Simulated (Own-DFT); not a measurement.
# Which defects push the lattice out? zincblende GaAs

Everything here is calculated. The program is Own-DFT (plane waves, in-house, since retired, never reviewed by a person); positions were held fixed, and spin and spin-orbit coupling were off.

Method: PBE; PseudoDojo norm-conserving scalar-relativistic files; cutoff 42 hartree; 3 x 3 x 3 k mesh centred on Gamma; Fermi-Dirac smearing of 0.1 eV.

Keep in mind (not all hold for every row): not probed for a lower state with spin; forces not confirmed at this smearing and k mesh; stress not checked against mesh or cutoff.

All runs share one cell, with vectors in Å (11.737, 0.000, 0.000); (0.000, 11.737, 0.000); (0.000, 0.000, 10.919) and a volume of 1504.3 Å³, strained against the parent crystal. The atoms are randomly displaced, by u rms on each axis. The defect's site can differ from row to row.

```
cell,formula,u (Å),P (GPa)
no defect,As32Ga32,0.0287,0.74
no defect,As32Ga32,0.0292,0.76
no defect,As32Ga32,0.0504,1.07
one As vacancy and one Ga vacancy,As31Ga31,0.0321,0.53
one As vacancy and one Ga vacancy,As31Ga31,0.0336,0.56
one As vacancy and one Ga vacancy,As31Ga31,0.0456,0.68
one As vacancy and one Ga vacancy,As31Ga31,0.0469,?
one In on a Ga site,As32Ga31In,0.0336,1.43
one In on a Ga site,As32Ga31In,0.0500,1.67
one In on a Ga site,As32Ga31In,0.0501,1.68
one P on an As site,As31Ga32P,0.0297,0.52
one P on an As site,As31Ga32P,0.0302,0.54
one P on an As site,As31Ga32P,0.0471,0.75
one Al on a Ga site,AlAs32Ga31,0.0272,0.69
one Al on a Ga site,AlAs32Ga31,0.0274,0.71
one Al on a Ga site,AlAs32Ga31,0.0455,0.92
```

## Working it out

P = P0 + c u² + a shift for each defect gives P0 = 0.61 GPa, c = 174 ± 6 GPa/Å² and a scatter of 0.02 GPa. The shifts, and each times the cell's volume:

- one In on a Ga site: 0.62 ± 0.01 GPa, 5.9 eV
- one Al on a Ga site: -0.05 ± 0.01 GPa, -0.4 eV
- one P on an As site: -0.24 ± 0.01 GPa, -2.3 eV
- one As vacancy and one Ga vacancy: -0.27 ± 0.01 GPa, -2.5 eV

Positive is outwards. The product with the volume (160.2 GPa Å³ to the eV) is nearly free of the cell's size; divided by the bulk modulus at the cell's pressure it gives the volume that the defect adds. The atoms around the defects weren't relaxed, which would change these numbers.

## Check

Q: what pressure belongs in the blank (one As vacancy and one Ga vacancy, u = 0.0469 Å)?

From the fit: 0.73 ± 0.02 GPa. The run itself gave 0.70 GPa.
